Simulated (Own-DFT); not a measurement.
## Calculated data, Ti12O23 (rutile with two vacancies, atoms displaced)

A calculation, not a measurement: plane-wave PBE density functional theory by an unreviewed code, no spin, of a simulated periodic cell, stress positive in tension, free energy of the whole cell less one offset for each atom, defect cell not probed for a lower state with spin; oxygen file: force components 24 meV/angstrom off all-electron in one glass; k mesh not checked against a denser one; offsets are fitted by least squares, one for each functional and potential file, so energies compare only between cells with the same atoms and settings and are not formation energies; the far tail of each file's local potential was reset to the Coulomb form; each entry is a single point on an unrelaxed cell, so the pressure reflects the starting lattice, mostly measured values (interpolated for alloys), from which strain is counted, and rises with the displacements; printed positions are rounded, which can move forces by about a meV/angstrom; the program, named Own-DFT, is a retired in-house code; no spin-orbit coupling; before rounding, a Quantum ESPRESSO 7.3.1 run of the same cell and cutoff gave forces within 1 meV/angstrom rms on each cell, which checks the program and not the settings. Program: Own-DFT development build.

Settings shared by all entries: functional PBE; potential files PseudoDojo norm-conserving, scalar-relativistic, standard set; wave cutoff 72 hartree; occupations Fermi-Dirac; smearing width 0.1 eV; k mesh 3 x 3 x 3 centred on Gamma.

(1) Ti12O23 (rutile with two vacancies, atoms displaced)

```
cell vectors (Å)
   9.1874     0.0000     0.0000
   0.0000     9.1874     0.0000
   0.0000     0.0000     8.8761
atoms (fractions of the cell vectors)
Ti  0.00383  0.99880  0.00064
Ti  0.25112  0.22987  0.15870
O   0.35358  0.34651  0.01009
O   0.40583  0.08366  0.17468
Ti  0.01281  0.01755  0.33795
Ti  0.24543  0.25685  0.48970
O   0.15062  0.15193  0.32617
O   0.35334  0.35371  0.32511
O   0.40523  0.09928  0.50807
O   0.10665  0.39621  0.51970
Ti  0.99128  0.99556  0.65325
Ti  0.24637  0.25643  0.83729
O   0.14834  0.14967  0.67126
O   0.35211  0.34881  0.66751
O   0.38960  0.10221  0.82335
O   0.10914  0.40698  0.83913
Ti  0.98806  0.49937  0.99095
Ti  0.25060  0.75768  0.16663
O   0.14177  0.64219  0.01584
O   0.33421  0.85115  0.99793
O   0.40611  0.60932  0.17353
O   0.09616  0.90116  0.14749
Ti  0.99795  0.49719  0.31829
Ti  0.24514  0.76539  0.50652
O   0.14775  0.66732  0.33240
O   0.35547  0.85851  0.32891
O   0.40281  0.60115  0.48927
O   0.10588  0.90569  0.49682
Ti  0.01284  0.49832  0.66410
Ti  0.25585  0.74612  0.84551
O   0.16843  0.64042  0.65448
O   0.34358  0.83158  0.68162
O   0.37973  0.60108  0.83818
O   0.09247  0.90465  0.82707
Ti  0.50073  0.00315  0.00185
Ti  0.75164  0.23013  0.16698
O   0.65245  0.15929  0.01521
O   0.85797  0.33411  0.99965
O   0.89760  0.10739  0.17926
O   0.60389  0.40682  0.16505
Ti  0.49949  0.00428  0.33052
Ti  0.75249  0.25988  0.48673
O   0.65657  0.15088  0.33670
O   0.84074  0.34962  0.32014
O   0.90105  0.09644  0.51778
O   0.60814  0.40270  0.50296
Ti  0.50812  0.98471  0.67173
Ti  0.75798  0.24194  0.83773
O   0.66174  0.15439  0.67080
O   0.83611  0.33888  0.68655
O   0.89396  0.09730  0.82726
O   0.58048  0.40692  0.83717
Ti  0.51168  0.49854  0.01008
Ti  0.74633  0.74306  0.16379
O   0.65548  0.64178  0.98709
O   0.85948  0.85312  0.00595
O   0.92554  0.60361  0.16490
O   0.59566  0.91464  0.15972
Ti  0.51254  0.49304  0.32651
Ti  0.73688  0.74564  0.51264
O   0.66154  0.65351  0.31424
O   0.84671  0.84362  0.32800
O   0.88873  0.59406  0.50544
O   0.61269  0.91366  0.49229
Ti  0.49541  0.49315  0.65967
Ti  0.73787  0.75855  0.82777
O   0.64630  0.65316  0.67153
O   0.84103  0.84546  0.65739
O   0.91075  0.58994  0.83638
O   0.58186  0.90879  0.83213
```

It finds free energy of cell above offsets -7.716 eV; pressure 9.07 GPa; stress xx -8.36 GPa; stress yy -8.21 GPa; stress zz -10.65 GPa; stress yz 1.41 GPa; stress xz -0.88 GPa; stress xy 1.65 GPa.

Force:
| element | x (eV/Å) | y (eV/Å) | z (eV/Å) |
| --- | --- | --- | --- |
| Ti | -1.185 | -1.164 | -2.724 |
| Ti | 3.006 | 1.402 | -0.252 |
| O | -1.585 | -1.22 | 0.627 |
| O | -2.84 | 2.856 | -2.104 |
| Ti | -3.048 | -3.298 | -0.737 |
| Ti | 2.423 | -0.788 | 2.254 |
| O | 0.465 | 0.932 | 0.292 |
| O | -1.07 | -0.942 | -0.052 |
| O | -0.371 | -0.101 | -0.719 |
| O | -0.898 | -0.015 | -2.114 |
| Ti | 2.184 | -0.002 | 4.127 |
| Ti | 0.845 | -0.812 | -1.93 |
| O | 0.176 | 0.66 | -0.317 |
| O | -0.392 | -0.088 | -0.562 |
| O | 1.128 | -0.845 | 1.12 |
| O | -0.607 | -0.093 | -0.125 |
| Ti | 0.967 | -0.202 | -1.215 |
| Ti | -0.035 | -2.134 | 1.246 |
| O | 1.269 | 0.562 | -0.169 |
| O | 1.69 | 1.345 | 0.607 |
| O | 0.583 | -0.695 | -0.414 |
| O | 0.432 | 1.51 | 1.946 |
| Ti | -0.205 | 2.273 | 2.666 |
| Ti | 1.702 | -2.562 | -0.604 |
| O | -0.343 | -1.283 | 0.222 |
| O | -0.856 | -0.708 | 0.482 |
| O | 1.192 | -0.486 | 0.388 |
| O | -1.212 | 1.158 | -0.281 |
| Ti | -1.037 | 1.347 | 0.191 |
| Ti | -2.131 | -0.992 | -0.736 |
| O | -2.079 | -0.058 | 0.203 |
| O | 1.756 | 2.235 | -1.579 |
| O | 2.259 | -1.596 | 0.175 |
| O | -0.184 | 0.303 | 1.208 |
| Ti | -1.041 | 0.946 | -0.075 |
| Ti | -0.131 | 1.918 | -0.102 |
| O | -2.359 | -1.766 | -1.937 |
| O | 0.447 | 1.149 | 1.13 |
| O | 2.418 | -1.988 | -0.348 |
| O | 0.487 | -0.643 | 0.019 |
| Ti | 0.216 | -0.922 | 3.18 |
| Ti | -0.325 | -0.667 | 3.345 |
| O | -0.258 | 0.354 | 0.38 |
| O | 1.878 | 1.243 | 1.005 |
| O | -0.659 | 1.529 | -3.497 |
| O | -0.565 | 0.619 | -0.341 |
| Ti | -2.156 | 4.063 | -4.017 |
| Ti | -1.244 | 0.027 | -1.388 |
| O | -1.857 | -1.498 | -0.663 |
| O | 2.169 | 2.371 | -2.423 |
| O | 1.204 | -1.14 | 0.785 |
| O | 0.707 | -0.142 | -0.222 |
| Ti | -2.04 | -0.128 | -1.891 |
| Ti | 1.953 | 2.66 | 0.897 |
| O | 0.976 | 1.673 | 0.043 |
| O | -1.693 | -0.524 | -1.142 |
| O | -1.315 | -1.036 | 0.602 |
| O | 1.262 | -1.835 | -0.454 |
| Ti | -2.237 | 1.623 | 1.17 |
| Ti | 1.479 | 0.139 | -3.702 |
| O | -1.266 | -1.272 | 1.858 |
| O | 0.278 | 0.339 | -0.291 |
| O | 1.285 | -1.177 | -0.234 |
| O | -0.835 | -0.92 | 0.966 |
| Ti | -1.466 | 0.038 | 0.825 |
| Ti | 1.533 | -0.506 | 1.48 |
| O | -0.338 | 0.164 | 0.875 |
| O | 0.108 | -0.162 | 1.242 |
| O | -1.522 | 1.536 | -0.844 |
| O | 2.907 | -2.565 | 2.649 |

(2) Ti12O23 (rutile with two vacancies, atoms displaced)

```
cell vectors (Å)
   9.1874     0.0000     0.0000
   0.0000     9.1874     0.0000
   0.0000     0.0000     8.8761
atoms (fractions of the cell vectors)
Ti  0.99761  0.99499  0.99813
Ti  0.24403  0.24541  0.18500
O   0.14460  0.14303  0.00603
O   0.34432  0.34797  0.99719
O   0.40397  0.10379  0.16352
O   0.12049  0.40214  0.17244
Ti  0.99942  0.99110  0.33209
Ti  0.24050  0.25914  0.49200
O   0.15294  0.15261  0.33564
O   0.35775  0.36414  0.33500
O   0.40279  0.09711  0.49981
O   0.08282  0.39868  0.49752
Ti  0.00749  0.00510  0.66213
Ti  0.24891  0.26254  0.84248
O   0.15383  0.14907  0.66367
O   0.35088  0.34178  0.67348
O   0.40356  0.09052  0.84313
O   0.10221  0.40763  0.82946
Ti  0.00918  0.50724  0.99144
Ti  0.24610  0.75071  0.15600
O   0.14555  0.66502  0.01475
O   0.34917  0.83564  0.00477
O   0.39052  0.59741  0.14482
Ti  0.99492  0.50081  0.34490
Ti  0.24388  0.75076  0.48715
O   0.15958  0.65818  0.33389
O   0.35141  0.84582  0.33667
O   0.40774  0.59821  0.50274
O   0.09897  0.88982  0.50753
Ti  0.98237  0.51255  0.67186
Ti  0.24580  0.76568  0.83054
O   0.17020  0.65416  0.66820
O   0.33531  0.83940  0.66874
O   0.40594  0.59893  0.83401
O   0.11136  0.91103  0.82238
Ti  0.49049  0.00692  0.99993
Ti  0.76401  0.24893  0.16551
O   0.65376  0.15237  0.00456
O   0.84039  0.34667  0.99078
O   0.90957  0.09443  0.17641
O   0.59964  0.40540  0.16499
Ti  0.49645  0.99295  0.31495
Ti  0.74654  0.24979  0.48414
O   0.66360  0.13879  0.31830
O   0.85075  0.34937  0.33330
O   0.90758  0.10938  0.49387
O   0.60720  0.39044  0.50110
Ti  0.51755  0.00719  0.67353
Ti  0.75649  0.22979  0.84836
O   0.66422  0.15680  0.68090
O   0.85186  0.36013  0.67138
O   0.90304  0.09829  0.83004
O   0.59158  0.39608  0.83738
Ti  0.50282  0.50443  0.00619
Ti  0.76615  0.75073  0.16854
O   0.63919  0.65772  0.99057
O   0.85664  0.85253  0.00936
O   0.88431  0.60413  0.17385
O   0.59424  0.90033  0.16433
Ti  0.49652  0.50235  0.33936
Ti  0.75801  0.74996  0.50510
O   0.65971  0.65357  0.33176
O   0.90086  0.60367  0.48520
O   0.59179  0.90786  0.50144
Ti  0.50152  0.50163  0.66860
Ti  0.74583  0.75520  0.83985
O   0.64720  0.63341  0.67117
O   0.84935  0.84620  0.65208
O   0.89363  0.57835  0.83620
O   0.60125  0.88436  0.81434
```

It finds free energy of cell above offsets -8.577 eV; pressure 8.44 GPa; stress xx -8.19 GPa; stress yy -7.62 GPa; stress zz -9.51 GPa; stress yz -0.76 GPa; stress xz -0.13 GPa; stress xy 0.47 GPa.

Force:
| element | x (eV/Å) | y (eV/Å) | z (eV/Å) |
| --- | --- | --- | --- |
| Ti | 1.556 | 1.449 | -0.609 |
| Ti | 0.542 | 1.447 | -3.657 |
| O | 0.467 | 0.242 | 0.354 |
| O | -0.28 | -0.716 | 0.201 |
| O | -0.077 | -0.365 | -0.419 |
| O | -2.299 | 1.238 | -0.465 |
| Ti | -0.102 | 1.153 | 1.73 |
| Ti | 2.262 | -0.766 | 3.663 |
| O | -0.577 | -1.377 | 0.543 |
| O | -2.015 | -2.292 | 0.179 |
| O | -0.148 | 0.645 | -0.089 |
| O | 0.864 | 0.228 | 0.096 |
| Ti | 0.458 | 1.231 | -0.363 |
| Ti | 1.063 | -0.235 | -0.576 |
| O | -0.461 | 0.103 | -0.349 |
| O | -1.049 | -0.338 | -0.629 |
| O | -0.249 | 0.204 | -0.674 |
| O | -0.867 | 0.888 | 0.774 |
| Ti | 0.183 | -1.66 | 1.167 |
| Ti | 2.327 | -0.494 | 2.568 |
| O | -2.72 | -1.303 | -1.846 |
| O | 0.881 | 2.267 | -0.011 |
| O | -0.284 | 0.514 | 2.603 |
| Ti | 1.519 | -0.643 | -2.11 |
| Ti | 1.929 | -0.381 | 3.194 |
| O | -2.115 | -1.634 | -1.417 |
| O | -0.206 | 0.626 | -1.261 |
| O | -0.029 | -0.101 | -0.864 |
| O | -1.729 | 1.574 | -1.176 |
| Ti | 1.014 | -2.188 | -1.326 |
| Ti | 2.351 | -2.041 | -2.674 |
| O | -2.852 | -1.796 | -0.057 |
| O | 2.178 | 2.028 | 0.003 |
| O | -0.477 | -0.014 | -0.252 |
| O | -2.242 | 0.723 | 1.324 |
| Ti | 0.552 | -0.542 | 0.541 |
| Ti | -1.499 | 1.023 | -0.231 |
| O | -0.592 | -1.465 | 0.669 |
| O | 2.036 | 1 | 1.869 |
| O | 0.287 | -0.593 | -0.439 |
| O | 0.542 | -0.415 | 0.777 |
| Ti | 0.477 | 0.012 | 3.786 |
| Ti | -0.53 | -0.338 | 1.971 |
| O | 0.14 | 1.041 | 0.636 |
| O | 0.053 | 0.088 | -0.596 |
| O | 0.631 | -1.812 | -0.318 |
| O | -1.001 | 0.833 | -0.819 |
| Ti | -1.678 | 0.786 | -3.696 |
| Ti | -1.493 | 3.081 | -2.016 |
| O | -1.229 | -1.364 | -1.91 |
| O | 0.233 | -0.185 | -0.74 |
| O | 1.122 | -1.529 | 0.278 |
| O | 0.325 | -0.058 | -0.207 |
| Ti | 0.11 | -1.599 | -2.439 |
| Ti | -2.713 | -0.002 | 0.894 |
| O | 2.352 | 1.507 | 0.049 |
| O | -0.631 | -0.761 | -1.654 |
| O | 2.787 | -2.12 | -0.758 |
| O | 0.461 | -0.172 | -0.609 |
| Ti | 1.589 | 0.954 | -0.615 |
| Ti | -3.508 | -0.194 | -0.225 |
| O | -0.002 | 0.971 | 0.121 |
| O | 0.163 | 0.566 | 1.434 |
| O | 1.378 | -0.823 | -0.081 |
| Ti | -0.979 | -1.194 | 2.749 |
| Ti | -0.953 | -1.595 | -0.095 |
| O | 3.061 | 2.756 | -0.502 |
| O | 0.557 | 0.187 | 1.545 |
| O | -0.513 | 2.562 | 1.574 |
| O | -0.35 | 1.181 | 1.48 |

(3) Ti12O23 (rutile with two vacancies, atoms displaced)

```
cell vectors (Å)
   9.1874     0.0000     0.0000
   0.0000     9.1874     0.0000
   0.0000     0.0000     8.8761
atoms (fractions of the cell vectors)
Ti  0.99783  0.00664  0.98283
Ti  0.24487  0.22984  0.15909
O   0.15019  0.12748  0.01181
O   0.35505  0.33775  0.99980
O   0.10490  0.39953  0.16135
Ti  0.99562  0.00089  0.33171
Ti  0.24403  0.26387  0.50296
O   0.35757  0.35013  0.33483
O   0.38886  0.09118  0.50031
O   0.09793  0.40610  0.49605
Ti  0.01758  0.99058  0.66877
Ti  0.25465  0.24305  0.83216
O   0.14824  0.14284  0.66607
O   0.33629  0.34826  0.65382
O   0.39261  0.09385  0.82963
O   0.07935  0.39269  0.83472
Ti  0.00458  0.48925  0.00844
Ti  0.25759  0.74718  0.17378
O   0.16928  0.66481  0.00295
O   0.35661  0.84804  0.99962
O   0.40265  0.59942  0.16384
O   0.09972  0.89010  0.17502
Ti  0.99621  0.49996  0.33863
Ti  0.23688  0.74428  0.50408
O   0.15700  0.65948  0.35298
O   0.36205  0.84300  0.32907
O   0.39580  0.58528  0.49716
O   0.08808  0.91154  0.50255
Ti  0.99799  0.50143  0.66147
Ti  0.25619  0.73922  0.83041
O   0.15609  0.65050  0.65869
O   0.34991  0.85137  0.66240
O   0.40080  0.59391  0.82580
O   0.09535  0.90523  0.83645
Ti  0.49949  0.99692  0.99198
Ti  0.74439  0.24297  0.16341
O   0.67018  0.15809  0.00792
O   0.85385  0.34654  0.00171
O   0.90222  0.10669  0.16611
O   0.60887  0.39675  0.16537
Ti  0.49918  0.99545  0.33867
Ti  0.75801  0.25104  0.50002
O   0.64401  0.13730  0.32747
O   0.84097  0.35685  0.33422
O   0.90578  0.09865  0.50209
O   0.59151  0.38835  0.49503
Ti  0.50850  0.99338  0.65968
Ti  0.73726  0.26051  0.83309
O   0.65374  0.14086  0.66050
O   0.85631  0.34591  0.65974
O   0.90652  0.08593  0.82689
O   0.59766  0.41929  0.84250
Ti  0.48900  0.49090  0.99314
Ti  0.75142  0.75338  0.17234
O   0.65861  0.66150  0.99419
O   0.85224  0.84150  0.01172
O   0.90635  0.58832  0.15915
O   0.60262  0.91817  0.16206
Ti  0.49787  0.49387  0.34300
Ti  0.76424  0.74720  0.49928
O   0.64173  0.67002  0.31909
O   0.83335  0.83009  0.31640
O   0.88193  0.59917  0.50248
O   0.60016  0.90681  0.50153
Ti  0.50655  0.48935  0.66800
Ti  0.75750  0.74034  0.83011
O   0.65172  0.64470  0.66796
O   0.85145  0.84987  0.67218
O   0.88908  0.60074  0.83318
O   0.61081  0.89788  0.84684
```

Results for Ti12O23 (rutile with two vacancies, atoms displaced): free energy of cell above offsets -8.196 eV; pressure 9.33 GPa; stress xx -8.41 GPa; stress yy -8.66 GPa; stress zz -10.91 GPa; stress yz -1.91 GPa; stress xz -0.86 GPa; stress xy -0.4 GPa.

Force:
| element | x (eV/Å) | y (eV/Å) | z (eV/Å) |
| --- | --- | --- | --- |
| Ti | -3.145 | -2.85 | 2.069 |
| Ti | -0.177 | 2.31 | 0.37 |
| O | 2.692 | 2.358 | -0.16 |
| O | -0.715 | -0.984 | 0.414 |
| O | 0.746 | -0.847 | 1.366 |
| Ti | -0.655 | -0.443 | -1.775 |
| Ti | 1.02 | -2.215 | -1.058 |
| O | -2.17 | -2.188 | -0.561 |
| O | 0.387 | 0.478 | -0.111 |
| O | -0.27 | -0.075 | 0.196 |
| Ti | -2.201 | 0.749 | 0.762 |
| Ti | -0.924 | -0.367 | -0.963 |
| O | 1.265 | 1.963 | -0.07 |
| O | 1.047 | 0.366 | 2.312 |
| O | 0.542 | 0.658 | 0.297 |
| O | 1.666 | 0.153 | -1.009 |
| Ti | -0.86 | 0.699 | -0.767 |
| Ti | 0.247 | 0.927 | -0.569 |
| O | -1.591 | -1.749 | -1.146 |
| O | 0.061 | 0.789 | -0.094 |
| O | 0.186 | -1.05 | -0.101 |
| O | -0.376 | 1.251 | 1.114 |
| Ti | -1.141 | -0.285 | -2.65 |
| Ti | 3.37 | 2.339 | 0.289 |
| O | -2.137 | -1.952 | -2.661 |
| O | -0.78 | 0.006 | 0.353 |
| O | 0.361 | 0.618 | 0.918 |
| O | 1.977 | -2.263 | -2.504 |
| Ti | -0.636 | -0.484 | 2.875 |
| Ti | 0.419 | 1.41 | 1.156 |
| O | -1.361 | -0.829 | 1.601 |
| O | -0.361 | -0.751 | 0.716 |
| O | -0.377 | -0.247 | 0.001 |
| O | 1.743 | -1.844 | -0.134 |
| Ti | 1.639 | -2.637 | -0.526 |
| Ti | 0.53 | 1.574 | 2.403 |
| O | -2.83 | -1.731 | -3.646 |
| O | -0.416 | -0.134 | -1.101 |
| O | 1.532 | -1.056 | 1.234 |
| O | -1.492 | 1.025 | -0.364 |
| Ti | 0.395 | -0.375 | 0.683 |
| Ti | -0.02 | -1.149 | -0.679 |
| O | 1.134 | 1.808 | 0.431 |
| O | 0.916 | -0.051 | 0.785 |
| O | -0.383 | 0.499 | -1.174 |
| O | 0.58 | 0.281 | 1.177 |
| Ti | -0.935 | -0.431 | 0.177 |
| Ti | 1.955 | -0.958 | 0.281 |
| O | 0.606 | 1.913 | 1.132 |
| O | -1.078 | -0.113 | 0.536 |
| O | -1.543 | 2.071 | 0.099 |
| O | 2.017 | -2.81 | -1.484 |
| Ti | 0.655 | 2.782 | 4.222 |
| Ti | -2.983 | -2.514 | -6.419 |
| O | -1.741 | -1.658 | -0.004 |
| O | 1.228 | 1.362 | -1.295 |
| O | 0.171 | 0.451 | 1.286 |
| O | -1.627 | 0.764 | -0.549 |
| Ti | 0.675 | 1.364 | -2.046 |
| Ti | -3.086 | 1.857 | 0.476 |
| O | -1.23 | -2.299 | 2.463 |
| O | 5.268 | 4.752 | 5.816 |
| O | 2.802 | -2.164 | -0.383 |
| O | 0.252 | -0.535 | -0.278 |
| Ti | 0.089 | 2.13 | -2.071 |
| Ti | -1.153 | 1.041 | 2.28 |
| O | -0.614 | -0.12 | -1.074 |
| O | -0.315 | -0.493 | -1.695 |
| O | 3.32 | -2.437 | -0.722 |
| O | -2.171 | 2.344 | -0.449 |
